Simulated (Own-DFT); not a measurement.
Simulation results for Hf20Si39 (HfSi2 crystal with one vacancy, atoms displaced)

All values are calculated (Own-DFT development build). A calculation, not a measurement: plane-wave density functional theory by an unreviewed code, no spin, of a simulated periodic cell, stress positive in tension, run twice, with PBE and with PBEsol, both on files made for PBE, so the change isn't that of files made for PBEsol, hafnium file: forces about 75 meV/angstrom off all-electron values; forces on such cells moved up to 12 meV/angstrom on a denser k mesh; the far tail of each file's local potential was reset to the Coulomb form; each entry is a single point on an unrelaxed cell, so the pressure reflects the starting lattice, taken from the Materials Project, from which strain is counted, and rises with the displacements; printed positions are rounded, which can move forces by about a meV/angstrom; the program, named Own-DFT, is a retired in-house code; no spin-orbit coupling; stress was not checked against mesh or cutoff.

```xyz
59
Lattice="-7.2972 7.0724 -1.7824 3.6486 7.0873 5.7379 3.6486 3.5213 -8.4115" Properties=species:S:1:pos:R:3:PBE_force_x:R:1:PBE_force_y:R:1:PBE_force_z:R:1:PBEsol_force_x:R:1:PBEsol_force_y:R:1:PBEsol_force_z:R:1 formula=Hf20Si39 functional=PBE,then_PBEsol potential_files=PseudoDojo_norm-conserving,scalar-relativistic,standard_set wave_cutoff=42 occupations=cold_(Marzari-Vanderbilt) smearing_width=0.2 k_mesh=4_x_4_x_4_centred_on_Gamma PBE_pressure=5.16 PBE_stress_xx=-5.22 PBE_stress_yy=-4.68 PBE_stress_zz=-5.59 PBE_stress_yz=0.11 PBE_stress_xz=0.46 PBE_stress_xy=-0.22 PBEsol_pressure=1.96 PBEsol_stress_xx=-2.35 PBEsol_stress_yy=-1.37 PBEsol_stress_zz=-2.16 PBEsol_stress_yz=0.13 PBEsol_stress_xz=0.43 PBEsol_stress_xy=-0.23 rms_change_of_force_components_from_PBE_to_PBEsol=0.032
Hf     0.9149    10.3038    -4.0618      0.432     -0.829     -1.542      0.412     -0.806     -1.465
Hf    -0.9451     3.9953     0.6158     -0.313     -1.326     -0.427     -0.335     -1.315     -0.505
Si     0.8915     7.8703    -5.7603      0.424      0.965     -0.173      0.422      0.955     -0.179
Si    -0.9315     6.1617     2.1070      0.196      0.549      1.155      0.203      0.535      1.122
Si     2.9094     8.6051    -2.8806     -3.386     -0.054     -2.189     -3.417     -0.095     -2.251
Si    -2.8132     5.5879    -0.5005        0.3      -1.18     -0.165      0.302     -1.142     -0.111
Hf     0.9590    13.7752    -5.2228     -1.309      0.307       2.33     -1.295      0.308      2.318
Hf    -1.0177     7.5010    -0.2619      1.159     -0.111     -0.908      1.152     -0.122     -0.922
Si    -2.7192     8.0338     1.7859      -0.33     -0.971     -0.312     -0.323     -0.945     -0.306
Si    -0.9806     9.7417     1.2754      0.944      -0.06     -0.256      0.938     -0.065     -0.241
Si     2.5922    12.2912    -3.8150      2.031     -0.667     -1.421       2.01     -0.677     -1.485
Si    -2.8245     9.0161    -1.4888      1.119      0.848     -0.288      1.128      0.844     -0.235
Hf    -2.8803    13.6400     2.4350      1.401      2.042     -0.183      1.396       2.02     -0.135
Hf    -0.8835    11.0632    -1.2299      -0.55      -1.21       0.52     -0.541     -1.212      0.459
Si    -2.8526    11.3026     0.7989      1.058      1.722     -0.278      1.059      1.732     -0.279
Si    -0.9552    13.1573     0.5730     -0.247      0.129     -1.518     -0.241      0.124     -1.484
Si    -4.6456     5.2448    -2.0720      0.786     -1.401      0.259      0.781     -1.382      0.182
Si    -2.6262    12.5239    -2.5458      -3.73      0.822      2.184     -3.743       0.83      2.239
Hf     4.4888     6.5801    -3.2245      1.397      0.346     -0.942      1.372      0.332     -0.854
Hf    -4.5280     7.4783    -0.3753     -1.277     -0.695      0.716     -1.263     -0.701       0.68
Si    -2.6750    11.3938    -6.7066     -0.644       0.55      0.355     -0.654      0.569       0.34
Si    -4.5779     9.7682     1.1250     -1.114     -0.667      1.428     -1.128     -0.675      1.403
Si    -0.9468    12.1684    -3.7857      2.448      0.111     -2.108      2.475      0.073     -2.165
Si     0.8446     1.8019     0.2313      0.648      1.971      0.525      0.653      1.934      0.591
Hf     4.5698    10.1905    -4.1857     -0.192      1.688     -0.721     -0.186      1.703     -0.633
Hf    -4.6383    11.1027    -1.1543      0.368     -1.403     -1.821      0.393     -1.412      -1.85
Si     2.7982     6.1267     2.1530     -0.761      0.871      0.396     -0.758       0.86      0.388
Si    -0.9292    15.6756    -4.9068     -1.174     -1.178      0.809     -1.154     -1.162      0.756
Si     0.8860     5.5344    -0.6780      0.082      0.228      0.953      0.095      0.249      1.013
Hf     0.9752    10.2901     3.2790     -2.244      0.009      0.963     -2.208      0.022      0.973
Hf     2.5805     7.5932    -0.1659      2.816     -1.688     -2.529      2.788     -1.666     -2.535
Si     1.0015     7.9997     1.6928     -1.512     -0.243      1.651     -1.495     -0.247      1.619
Si     2.7458     9.7668     1.3101      0.489      0.237      0.016      0.493      0.229      0.021
Si    -0.8826     1.8249    -1.2870     -1.541     -2.815      0.855     -1.545      -2.76      0.774
Si     0.9174     9.0183    -1.5580      0.663      0.716      1.174      0.695      0.732       1.24
Hf    -2.7572     6.5496    -3.4207      0.507      1.635      2.773      0.494      1.628      2.768
Hf     2.6928    11.0838    -1.2115       0.07     -1.167      0.652      0.066     -1.169      0.592
Si     0.9356    11.3358     0.8744     -0.288      1.079     -0.675     -0.285        1.1     -0.672
Si    -0.9060     6.2359    -5.2008      0.037     -0.829     -1.345      0.026     -0.835     -1.312
Si    -0.9513     5.0781    -2.0027     -0.037      1.149     -0.613     -0.063      1.096     -0.668
Si     0.9521    12.6453    -2.3361      -2.11     -0.011       0.52     -2.105      0.003      0.599
Hf    -2.6255    10.0457    -4.0714     -1.128      1.802     -1.418     -1.116      1.805     -1.363
Hf    -0.9420     7.3462    -7.7203      0.267      2.183     -0.951       0.26       2.14     -0.973
Si    -2.7661     7.8762    -5.7373      0.026      0.154     -0.117      0.025       0.15      -0.12
Si    -0.9021     9.7819    -6.3289      0.315     -0.635       1.08      0.322     -0.666      1.068
Si    -0.7520     8.6572    -2.9369     -2.805     -0.525     -0.437     -2.822     -0.526      -0.51
Si     0.8109    16.0711    -3.2300      0.947     -0.304     -0.156      0.922     -0.286     -0.099
Hf     0.8968     3.1845    -2.3292      1.003      0.399         -1      0.977      0.397      -0.96
Hf    -0.9624    14.5831    -1.9784     -0.097     -0.949      -1.11     -0.081     -0.941     -1.118
Si     4.6169     8.0675     1.8369     -0.961     -1.282     -0.215     -0.967     -1.286     -0.201
Si    -4.6222     9.6500    -6.2130      0.959      0.829      0.311      0.972      0.808      0.299
Si    -4.5971     8.5932    -3.0029      0.015     -0.276     -0.269      0.017     -0.289     -0.331
Si     4.4574     9.1388    -1.5419      2.625     -0.592      2.069      2.664     -0.538       2.13
Hf     0.9376     6.7875    -3.3801      0.557     -1.547      1.824      0.557     -1.528      1.832
Hf     2.7322     3.8209    -7.0516     -0.886      0.774      1.087     -0.877      0.747      1.049
Si     1.0623     4.3975    -4.8998     -0.856      0.332     -0.091     -0.881      0.334     -0.095
Si     2.7509     6.1417    -5.2897      0.382      0.213     -0.828      0.399      0.235     -0.806
Si     2.6831     5.0608    -2.1886      0.683     -0.101      0.507      0.683     -0.108      0.447
Si     4.4306    12.5662    -2.4385      2.337      0.056     -0.104      2.329      0.063      -0.04
```

Units: wave_cutoff in hartree; smearing_width in eV; PBE_pressure, PBE_stress_xx, PBE_stress_yy, PBE_stress_zz, PBE_stress_yz, PBE_stress_xz, PBE_stress_xy, PBEsol_pressure, PBEsol_stress_xx, PBEsol_stress_yy, PBEsol_stress_zz, PBEsol_stress_yz, PBEsol_stress_xz, PBEsol_stress_xy in GPa; rms_change_of_force_components_from_PBE_to_PBEsol, PBE_force_x, PBE_force_y, PBE_force_z, PBEsol_force_x, PBEsol_force_y, PBEsol_force_z in eV/Å.
